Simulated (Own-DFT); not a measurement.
GaP (zincblende, atoms displaced) (calculated)

Computed with Own-DFT development build. A calculation, not a measurement: plane-wave PBE density functional theory by an unreviewed code, no spin, of a simulated periodic cell, stress positive in tension, free energy of the whole cell less one offset for each atom, forces on such cells passed a denser k mesh, this cell's mesh not checked; offsets are fitted by least squares, one for each functional and potential file, so energies compare only between cells with the same atoms and settings and are not formation energies; the far tail of each file's local potential was reset to the Coulomb form; each entry is a single point on an unrelaxed cell, so the pressure reflects the starting lattice, mostly measured values (interpolated for alloys), from which strain is counted, and rises with the displacements; printed positions are rounded, which can move forces by about a meV/angstrom; the program, named Own-DFT, is a retired in-house code; no spin-orbit coupling.

Common to all runs: functional PBE; potential files PseudoDojo norm-conserving, scalar-relativistic, standard set; wave cutoff 42 hartree; occupations Fermi-Dirac; smearing width 0.1 eV; k mesh 3 x 3 x 3 centred on Gamma.

(1) 
```xyz
64
Lattice="10.9010 0.0000 0.0000 0.0000 10.9010 0.0000 0.0000 0.0000 10.9010" Properties=species:S:1:pos:R:3:force_x:R:1:force_y:R:1:force_z:R:1 formula=GaP free_energy_of_cell_above_offsets=-33.149 pressure=3.33 stress_xx=-3.32 stress_yy=-3.31 stress_zz=-3.35 stress_yz=-0.55 stress_xz=0.37 stress_xy=-0.21
Ga     0.0094    10.8448    10.8962      0.341      -0.52      0.021
Ga     0.0380     2.6389     2.7550     -0.834      0.973      0.209
Ga     2.7162    10.8442     2.7140      0.091      0.017     -0.115
Ga     2.7089     2.7394     0.1038      0.055      0.121     -0.504
P      1.3120     1.3568     1.3833      0.659     -0.777     -0.296
P      1.4008     4.1065     4.0790     -0.903     -1.262      0.434
P      4.1288     1.3228     4.0221     -0.249      0.243       0.42
P      4.0627     4.0964     1.4652      0.165       0.14     -0.425
Ga     0.0613     0.0348     5.4262     -1.324     -0.309      0.168
Ga    10.8631     2.7046     8.1912      0.028     -0.164     -0.132
Ga     2.7368    10.9005     8.1994     -0.336     -0.252      0.019
Ga     2.7437     2.6839     5.4087       0.01     -0.129      0.391
P      1.3082     1.3108     6.8330      0.741      0.773      0.056
P      1.3465     4.0394     9.5104     -0.075      0.246      0.639
P      4.0381     1.4293     9.5185      0.473     -0.358      0.675
P      4.0659     4.1397     6.7704      0.454     -1.169      0.469
Ga    10.7448     5.4076    10.8302      1.919       0.92     -0.309
Ga     0.0475     8.1610     2.7639       -0.3      0.082     -0.223
Ga     2.6992     5.4349     2.8773      0.342      0.979     -1.731
Ga     2.7757     8.1277     0.0312     -0.364       0.78      -0.41
P      1.4082     6.8826     1.3149     -0.892      -1.54      0.793
P      1.3630     9.5451     4.1427      0.247     -0.226     -0.401
P      4.0933     6.7894     4.0747      0.266      0.962      0.772
P      4.1224     9.4969     1.3326     -0.615      1.117     -0.283
Ga     0.0797     5.4539     5.4114     -0.483      0.277      0.361
Ga     0.0402     8.2122     8.1072     -0.855     -0.985     -0.358
Ga     2.6931     5.3873     8.1545     -0.119      0.628      0.054
Ga     2.6770     8.1840     5.5745      0.981      0.158     -1.665
P      1.3902     6.8578     6.7615     -0.776     -1.306       0.94
P      1.3390     9.3945     9.4597      0.891      1.618       1.45
P      3.9874     6.8844     9.4849      0.899     -1.815      0.349
P      4.0245     9.5122     6.8209      1.544      0.544      0.228
Ga     5.4976     0.0283     0.0244     -0.458       0.76      0.176
Ga     5.4897     2.7434     2.7434     -0.203      0.025     -0.017
Ga     8.1703    10.8641     2.7464      0.185      0.907     -0.127
Ga     8.2500     2.7036     0.0062     -0.405       0.62      0.111
P      6.9081     1.4466     1.4395     -0.546      -0.67     -0.672
P      6.8408     4.0691     4.1254     -0.674      0.821     -0.756
P      9.4363     1.3949     4.1270      1.289      -0.64     -0.424
P      9.5899     4.1516     1.3294     -0.829      -1.06      1.335
Ga     5.5171     0.0514     5.4415     -1.211     -0.159      0.786
Ga     5.5615     2.7235     8.2308     -2.074     -0.516     -1.219
Ga     8.1665     0.0707     8.2122      0.296     -1.296      0.437
Ga     8.1250     2.7546     5.3643      0.545     -0.195      1.967
P      6.8164     1.3267     6.9030      0.126      0.835     -1.136
P      6.7465     4.0212     9.5033      1.904       1.15      1.115
P      9.5626     1.3143     9.6209     -0.025      0.292     -0.767
P      9.5864     4.1487     6.8283      0.125     -1.201     -0.968
Ga     5.4724     5.3872     0.0093     -0.863      0.628     -0.094
Ga     5.4160     8.2649     2.6967      0.455      -0.87      0.841
Ga     8.1562     5.4954     2.7447      0.362      -0.17     -0.017
Ga     8.1723     8.2643     0.0138      0.124     -0.926     -0.018
P      6.7763     6.8064     1.3933      0.282      0.396     -0.379
P      6.7861     9.6846     4.0775      0.295     -2.001      0.262
P      9.5242     6.8401     4.1590      0.368     -0.339     -0.745
P      9.5119     9.5784     1.4279      0.664     -0.602     -0.278
Ga     5.4649     5.4154     5.4642      0.085      0.716     -0.173
Ga     5.4719     8.0758     8.2196      -0.11      0.661     -0.755
Ga     8.2224     5.3724     8.1240     -0.618      0.745      0.809
Ga     8.2007     8.1825     5.4920     -0.631      0.499     -0.625
P      6.8940     6.8044     6.7959     -0.839     -0.344      0.278
P      6.7301     9.5207     9.5887      0.755       0.31     -0.678
P      9.5689     6.8163     9.4714     -0.825      0.544      0.096
P      9.4970     9.4951     6.8280      0.471      1.315      0.042
```

Units: free_energy_of_cell_above_offsets in eV; pressure, stress_xx, stress_yy, stress_zz, stress_yz, stress_xz, stress_xy in GPa; force_x, force_y, force_z in eV/Å.

(2) 
```xyz
64
Lattice="10.9010 0.0000 0.0000 0.0000 10.9010 0.0000 0.0000 0.0000 10.9010" Properties=species:S:1:pos:R:3:force_x:R:1:force_y:R:1:force_z:R:1 formula=GaP free_energy_of_cell_above_offsets=-33.294 pressure=3.29 stress_xx=-3.42 stress_yy=-3.17 stress_zz=-3.28 stress_yz=0.06 stress_xz=0.77 stress_xy=0.43
Ga     0.0416     0.0334     0.0196     -0.344      -0.71      0.284
Ga     0.0169     2.7847     2.6979     -0.174       -0.4      0.129
Ga     2.8256    10.8638     2.7110     -1.357      1.028      0.335
Ga     2.7900     2.7372     0.0385     -0.154      0.465     -0.565
P      1.3733     1.4392     1.3065      0.297     -0.607      1.037
P      1.3053     4.1339     4.0802      0.686     -0.633      0.613
P      4.0885     1.3091     4.1543      0.125      0.359     -0.631
P      4.1216     4.1385     1.3773     -0.687     -0.059      0.109
Ga    10.8571    10.8843     5.4851      0.519     -0.002     -0.945
Ga    10.8691     2.7458     8.0857     -0.131      0.093      0.926
Ga     2.6632     0.0147     8.2114      0.319     -0.048     -0.023
Ga     2.7339     2.6273     5.4952     -0.222      1.205      0.259
P      1.2870     1.3055     6.8017      0.619      0.473      0.227
P      1.3584     4.1100     9.5556      0.002     -0.631     -0.264
P      4.1030     1.3680     9.5373      0.017     -0.068      0.048
P      4.1524     4.1594     6.9257     -0.195     -1.037     -1.737
Ga     0.0077     5.4940    10.8814      0.078      -0.97      0.423
Ga     0.0426     8.1325     2.7630      0.126      0.349     -0.161
Ga     2.6813     5.4833     2.7619      0.388     -0.421     -0.137
Ga     2.7309     8.1893     0.0519     -0.164     -0.324     -0.308
P      1.3286     6.7549     1.3895      0.444      0.742      -0.16
P      1.3707     9.5730     4.0426      0.048     -0.153      0.421
P      4.0744     6.7542     4.1625     -0.082      0.699     -0.863
P      4.0717     9.5857     1.3929      0.961     -1.603      0.013
Ga    10.8402     5.4377     5.4773      0.956      0.993     -0.556
Ga    10.8313     8.1049     8.1781      0.701      0.641      0.279
Ga     2.7228     5.4106     8.1509     -0.387      0.131       0.72
Ga     2.6818     8.1293     5.4130     -0.077      0.557      0.633
P      1.3766     6.7705     6.8794     -0.486      0.272     -0.783
P      1.3661     9.5519     9.5729     -0.353     -0.591     -0.108
P      4.0359     6.7333     9.5438      0.006      1.185      -0.03
P      4.0288     9.5180     6.8726      0.007       0.62     -1.206
Ga     5.4205    10.8476     0.0369      0.378      0.572     -0.514
Ga     5.3472     2.7154     2.7131      0.637      0.201      0.551
Ga     8.1349     0.0378     2.7229      0.642     -0.378     -0.202
Ga     8.1231     2.7238     0.0745       0.21      0.228     -1.461
P      6.7857     1.4152     1.3649      -0.58      -0.76      0.336
P      6.8210     4.1721     4.0809     -0.193     -2.658      0.229
P      9.5408     1.3805     4.1230      0.614     -0.576     -1.122
P      9.4960     4.0622     1.3493      0.452      0.467     -0.095
Ga     5.5310     0.0360     5.4345     -0.627     -1.556      0.007
Ga     5.4780     2.7472     8.1987     -0.096     -0.262      -0.07
Ga     8.1788     0.0167     8.1137     -0.331     -0.131      0.522
Ga     8.1806     2.5792     5.4133     -0.086      2.155      0.083
P      6.7943     1.3989     6.7216      0.088     -0.146      1.483
P      6.7793     4.1842     9.4690      0.715     -0.932      0.979
P      9.5339     1.2922     9.5747     -0.425      1.053     -0.439
P      9.5331     4.1699     6.7402     -0.935     -1.636      0.607
Ga     5.4070     5.4634    10.8644      0.461      0.165      0.396
Ga     5.5413     8.0960     2.7980     -1.596      0.608      0.025
Ga     8.0971     5.3170     2.7135      1.384      1.528     -0.281
Ga     8.1120     8.0804     0.0225      0.143      0.912      0.056
P      6.7674     6.7846     1.4682      0.399     -0.698     -1.388
P      6.8718     9.4595     4.0469       -0.3      1.053      0.687
P      9.5876     6.8744     4.1000     -0.565     -1.392     -0.311
P      9.5889     9.4649     1.4364     -0.654      0.757     -0.825
Ga     5.4721     5.4010     5.3263     -0.164       0.58      2.097
Ga     5.3773     8.1531     8.0960      0.043     -0.322      0.918
Ga     8.2281     5.4482     8.1767     -0.135      0.209     -0.065
Ga     8.1992     8.1256     5.4085      0.007      0.368      1.013
P      6.8266     6.8146     6.8819      0.007     -0.161     -1.167
P      6.7173     9.5228     9.4843      0.776     -0.196      0.286
P      9.5574     6.7636     9.5935      -0.74      0.536      -0.41
P      9.5962     9.5824     6.8162     -1.014      -1.14      0.093
```

Units: free_energy_of_cell_above_offsets in eV; pressure, stress_xx, stress_yy, stress_zz, stress_yz, stress_xz, stress_xy in GPa; force_x, force_y, force_z in eV/Å.

(3) 
```xyz
64
Lattice="10.9010 0.0000 0.0000 0.0000 10.9010 0.0000 0.0000 0.0000 10.9010" Properties=species:S:1:pos:R:3:force_x:R:1:force_y:R:1:force_z:R:1 formula=GaP free_energy_of_cell_above_offsets=-32.765 pressure=3.44 stress_xx=-3.55 stress_yy=-3.32 stress_zz=-3.44 stress_yz=0.09 stress_xz=-0.07 stress_xy=0.55
Ga     0.0023     0.0001    10.8759      0.428      0.806      0.469
Ga    10.8746     2.7152     2.7365      0.371      0.615     -0.427
Ga     2.8121     0.0280     2.7774     -1.354     -1.564     -1.155
Ga     2.7136     2.7541     0.0128     -0.003     -0.062     -0.422
P      1.4452     1.3767     1.3869      -0.87     -0.133      0.058
P      1.3036     4.1137     4.1597      0.603     -0.379     -0.568
P      4.0645     1.3112     4.0138      0.716      1.482      1.617
P      4.1485     4.0409     1.3168     -0.612      1.161     -0.111
Ga     0.0171     0.0191     5.3485     -0.662     -0.047      1.114
Ga    10.8666     2.8289     8.0904       0.58     -1.401      0.941
Ga     2.6540    10.8106     8.1683      0.599      0.847      0.215
Ga     2.6819     2.6913     5.4982      0.456      0.347     -0.398
P      1.3302     1.3652     6.8065     -0.203     -0.473      0.212
P      1.3592     4.0937     9.4603     -0.403     -0.086      1.017
P      4.0706     1.4396     9.5332      0.299     -0.981     -0.092
P      4.0573     4.1632     6.8649      1.723     -1.615     -1.886
Ga    10.8720     5.4501    10.8885      0.259      0.353     -0.314
Ga     0.0368     8.2445     2.7193     -0.428     -0.904     -0.179
Ga     2.7167     5.4360     2.6908      0.582     -0.325      0.757
Ga     2.7736     8.1493     0.0268     -0.733     -0.284      -0.04
P      1.3904     6.7660     1.3717     -0.365      0.644     -0.297
P      1.3231     9.5030     4.1337      1.325      0.322     -0.367
P      4.1767     6.8165     4.1331     -1.713     -0.541     -0.095
P      4.0795     9.4926     1.2956       0.16      0.511      1.451
Ga    10.8970     5.4752     5.5094     -0.586     -0.023     -0.316
Ga     0.0312     8.1061     8.1307      0.471      0.476      0.579
Ga     2.7265     5.3049     8.1048     -0.556      2.402      1.385
Ga     2.7546     8.1792     5.5158      0.384      0.107     -0.731
P      1.4344     6.7971     6.7584     -0.369     -0.304       0.95
P      1.3819     9.5492     9.6553     -0.185     -0.917     -1.095
P      4.1420     6.9002     9.5707      -0.89     -0.865     -1.253
P      4.1350     9.5434     6.8115     -0.384      0.441      0.077
Ga     5.4829    10.8958     0.1081     -0.466     -0.142     -1.479
Ga     5.3894     2.7083     2.6809      0.737      0.072      0.654
Ga     8.2673     0.0378     2.7060     -1.135     -0.323      0.614
Ga     8.1485     2.7470    10.8719      0.886     -0.846      1.359
P      6.7812     1.2999     1.4299      0.839      0.916     -0.237
P      6.7900     4.1594     4.1105      0.596     -2.202     -0.707
P      9.5074     1.4005     4.0625      0.318     -0.171      0.311
P      9.4988     4.2170     1.3955      0.022     -1.446     -0.259
Ga     5.4481     0.0056     5.3704      0.422      0.263      0.748
Ga     5.4913     2.8128     8.1904     -0.838     -0.456      0.044
Ga     8.2199     0.0019     8.1358     -0.253     -0.205      1.027
Ga     8.2331     2.7072     5.4802     -1.152     -0.041     -0.367
P      6.8218     1.4148     6.9067     -0.214     -0.516     -1.211
P      6.8561     4.0067     9.5805     -1.071      1.397     -0.058
P      9.5820     1.3854     9.5645     -0.257      0.203     -0.527
P      9.4979     4.0191     6.8235      0.024      1.685     -0.353
Ga     5.4401     5.5386    10.8393       0.56     -0.781      0.555
Ga     5.3625     8.1238     2.7629      0.893      0.892     -0.606
Ga     8.0506     5.4633     2.7013      0.931      0.315      0.541
Ga     8.1412     8.1914     0.0106      0.757     -0.131       0.85
P      6.8005     6.8209     1.3937     -0.392      0.436     -0.453
P      6.8344     9.5085     4.1172     -0.293      0.767      -1.23
P      9.5364     6.7913     4.0649     -0.206      0.409       0.02
P      9.5865     9.6612     1.3889     -0.218     -1.366     -0.538
Ga     5.5122     5.4118     5.3763     -1.089      0.646      1.294
Ga     5.4728     8.2667     8.2196     -0.233       -1.2     -1.007
Ga     8.1459     5.3482     8.2442      0.143      1.319     -0.664
Ga     8.1185     8.2023     5.4196      1.088     -0.639      0.488
P      6.7549     6.8314     6.7119      0.451     -0.363      1.538
P      6.8049     9.4097     9.5765      0.425      2.433       0.02
P      9.5398     6.8961     9.5540     -0.142     -1.044     -0.163
P      9.5394     9.4817     6.8838      0.229      0.503     -1.302
```

Units: free_energy_of_cell_above_offsets in eV; pressure, stress_xx, stress_yy, stress_zz, stress_yz, stress_xz, stress_xy in GPa; force_x, force_y, force_z in eV/Å.

(4) 
```xyz
64
Lattice="10.9010 0.0000 0.0000 0.0000 10.9010 0.0000 0.0000 0.0000 10.9010" Properties=species:S:1:pos:R:3:force_x:R:1:force_y:R:1:force_z:R:1 formula=GaP free_energy_of_cell_above_offsets=-33.287 pressure=3.24 stress_xx=-3.33 stress_yy=-3.05 stress_zz=-3.34 stress_yz=0.3 stress_xz=0.78 stress_xy=-0.49
Ga    10.8779     0.0195     0.0687      0.622     -0.186      -0.57
Ga     0.0613     2.7878     2.8084     -1.473     -1.482     -1.075
Ga     2.7389    10.8695     2.7234      0.015      0.069     -0.086
Ga     2.6806     2.7665    10.9007      0.251     -0.704      0.482
P      1.3641     1.3160     1.3944      0.168      0.848      0.124
P      1.3324     4.0310     4.1094      0.972      1.627      0.029
P      4.0880     1.3309     4.0691     -0.757        0.2      0.391
P      4.0546     4.1659     1.3299      0.011     -0.934      0.347
Ga     0.0463     0.0175     5.4385     -0.395      0.553      0.511
Ga     0.0724     2.7153     8.2319     -1.055     -0.133     -0.025
Ga     2.7675    10.8345     8.2551     -0.166      1.282     -0.559
Ga     2.6703     2.7304     5.4656      0.685     -0.182     -1.232
P      1.3998     1.5137     6.8031     -0.481     -2.236       0.72
P      1.3627     4.0493     9.5653      0.421      1.066     -0.323
P      4.0744     1.4323     9.5673      0.165     -0.716      0.307
P      4.0713     3.9897     6.7053      0.696       1.19       1.46
Ga     0.0250     5.3209     0.0693     -0.169      1.437     -0.652
Ga     0.0410     8.1334     2.7942     -0.363      1.332     -0.226
Ga     2.7154     5.5221     2.6218      -0.51     -0.566      0.878
Ga     2.7998     8.0640     0.0127     -0.878      1.863      0.391
P      1.3431     6.9012     1.3956     -0.067     -0.969     -0.876
P      1.3684     9.5885     4.1238      0.381     -0.832     -0.134
P      4.0512     6.8134     3.9970      0.697      0.159      0.889
P      4.1311     9.5777     1.3491      -0.19     -1.022      0.293
Ga    10.8420     5.3912     5.4487      0.459      0.499      0.476
Ga     0.0121     8.2305     8.1672     -0.418     -0.154     -0.223
Ga     2.8092     5.4556     8.2003     -0.306     -0.416     -0.332
Ga     2.7418     8.1502     5.4751      0.356      0.688     -0.565
P      1.4544     6.8778     6.8429     -1.076     -1.064      0.019
P      1.3692     9.5554     9.5140     -0.107     -0.381      1.096
P      4.1026     6.9035     9.5479       0.56     -1.791     -0.154
P      4.1156     9.6266     6.7973     -0.868     -1.795      0.896
Ga     5.4800    10.9006     0.0440     -0.396        0.7     -0.428
Ga     5.3552     2.7156     2.7509      0.889      0.226     -0.421
Ga     8.1648    10.8659     2.6579       0.06      -0.31     -0.111
Ga     8.1022     2.7734    10.8953      0.763     -0.361     -0.093
P      6.8544     1.3401     1.3549     -0.795      0.821      0.252
P      6.8095     4.0509     4.1383     -0.597      1.057     -0.859
P      9.4928     1.2057     4.0227      0.696      1.761      0.552
P      9.5106     4.1120     1.3524      -0.28     -0.519      0.929
Ga     5.3300    10.8202     5.4361      1.715        1.5     -0.468
Ga     5.4636     2.6992     8.2203       0.08      0.311     -0.508
Ga     8.1391    10.8599     8.1185      0.189      0.716      0.739
Ga     8.1712     2.7478     5.3954      0.713     -0.914      0.453
P      6.8215     1.3844     6.8043     -0.445     -0.279     -0.267
P      6.8229     4.1662     9.5374      -0.55     -0.351     -0.143
P      9.5815     1.3471     9.6216     -0.778      0.313     -0.994
P      9.5123     4.0709     6.8889      0.144     -0.185     -0.427
Ga     5.4479     5.4369     0.0448      0.316      0.731     -0.527
Ga     5.5540     8.1401     2.7235     -0.751      0.856      0.286
Ga     8.0834     5.5229     2.6775      0.879     -1.257       0.87
Ga     8.1840     8.1594     0.0440      0.238      0.363      -1.08
P      6.8618     6.8424     1.3678     -0.945     -0.108     -0.668
P      6.8283     9.6066     4.0994     -0.116     -0.923     -0.003
P      9.5583     6.8033     4.0273     -0.469     -0.388      0.661
P      9.5539     9.5340     1.3072      0.092     -0.681      1.027
Ga     5.4448     5.5107     5.5254     -0.142     -0.338     -0.767
Ga     5.4220     8.1455     8.1832      0.724      1.215     -0.256
Ga     8.1298     5.4895     8.1373      0.595     -0.136      0.362
Ga     8.2166     8.1570     5.4373     -0.057      0.436     -0.575
P      6.8667     6.8683     6.8201     -0.841      -0.03     -0.161
P      6.7852     9.5958     9.5805      0.272     -0.957     -0.456
P      9.5159     6.8097     9.4984       0.58     -0.119      0.515
P      9.4836     9.5807     6.7589      1.033     -0.399      0.292
```

Units: free_energy_of_cell_above_offsets in eV; pressure, stress_xx, stress_yy, stress_zz, stress_yz, stress_xz, stress_xy in GPa; force_x, force_y, force_z in eV/Å.
